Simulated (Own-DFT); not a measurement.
# Reading a pressure off an energy slope: corundum Al2O3, 78 atoms (Al32O46), with two O vacancies

Calculated, not measured. Each geometry was run twice at fixed positions with Own-DFT, a retired in-house plane-wave program that no person has reviewed: with PBE, and with HSE06 (exact exchange share 0.25 at short range, screening 0.11 per bohr, Gygi-Baldereschi treatment of its divergence). Both used PseudoDojo norm-conserving files made for PBE, a cutoff of 48 hartree, the Gamma point alone, fixed occupations, a neutral cell and no spin. The unstrained cell is 7.9 Å across at its thinnest, so Gamma alone is coarse and defects feel their images. The oxygen file's force components were 24 meV/Å off all-electron values in a glass.

Unstrained cell vectors in Å: (5.494, 0.000, 8.660); (-2.747, 4.758, 8.660); (-2.747, -4.758, 8.660), volume V0 = 679.1 Å³, from measured lattice constants. Each geometry has its own random strain of a few per cent, its own defect sites and random moves of rms u per axis. HSE06 gave the energy alone. D is its energy less that of PBE, over the lowest D shown. The PBE stress wasn't checked against mesh or cutoff.

| run | V - V0 (Å³) | u (Å) | P with PBE (GPa) | D (eV) |
|---|---|---|---|---|
| 1 | -25.1 | 0.0311 | 17.60 | 0.000 |
| 2 | 3.9 | 0.0473 | 7.21 | 1.290 |
| 3 | 7.1 | 0.0294 | 5.05 | 1.268 |
| 4 | 5.8 | 0.0477 | 6.05 | 1.375 |
| 5 | 1.0 | 0.0514 | 9.68 | 1.116 |
| 6 | -5.5 | 0.0296 | 9.61 | 0.750 |
| 7 | -18.4 | 0.0506 | 16.25 | 0.406 |
| 8 | -4.9 | 0.0301 | 9.32 | 0.773 |
| 9 | 14.3 | 0.0292 | 1.97 | 1.567 |
| 10 | 7.2 | 0.0488 | 6.69 | 1.357 |
| 11 | 26.2 | 0.0473 | -0.37 | 2.154 |
| 12 | 0.5 | 0.0509 | 8.84 | 1.153 |
| 13 | -14.7 | 0.0322 | 13.43 | ? |

## What the rows give

D = 0.92 + 0.0400 (V - V0) + 82 u² eV, with an error of 0.0007 on the volume slope, 12 on the last term and a scatter of 0.03 eV. Pressure is -dE/dV, and 1 eV/Å³ is 160.2 GPa, so HSE06 changes the pressure by -6.4 ± 0.1 GPa. With the ions held to the strained lattice, the PBE pressure falls by 256 ± 7 GPa per unit of volume strain; the shape of the strain isn't fitted, so the true error is larger, and a relaxed crystal would be softer. On that slope HSE06's volume at a given pressure is about 2.5 % smaller, or 0.8 % in lengths. At u = 0 and V0 the PBE pressure is 6.7 GPa, which puts the zero-pressure volume, against the measured cell and with the defects in, at +2.6 % for PBE and +0.1 % for HSE06, each good to a few tenths of a per cent.

## Prediction

The question: what D should run 13 give?

The fit gives 0.41 eV, with rows scattering by 0.03. The run itself gave 0.459 eV.
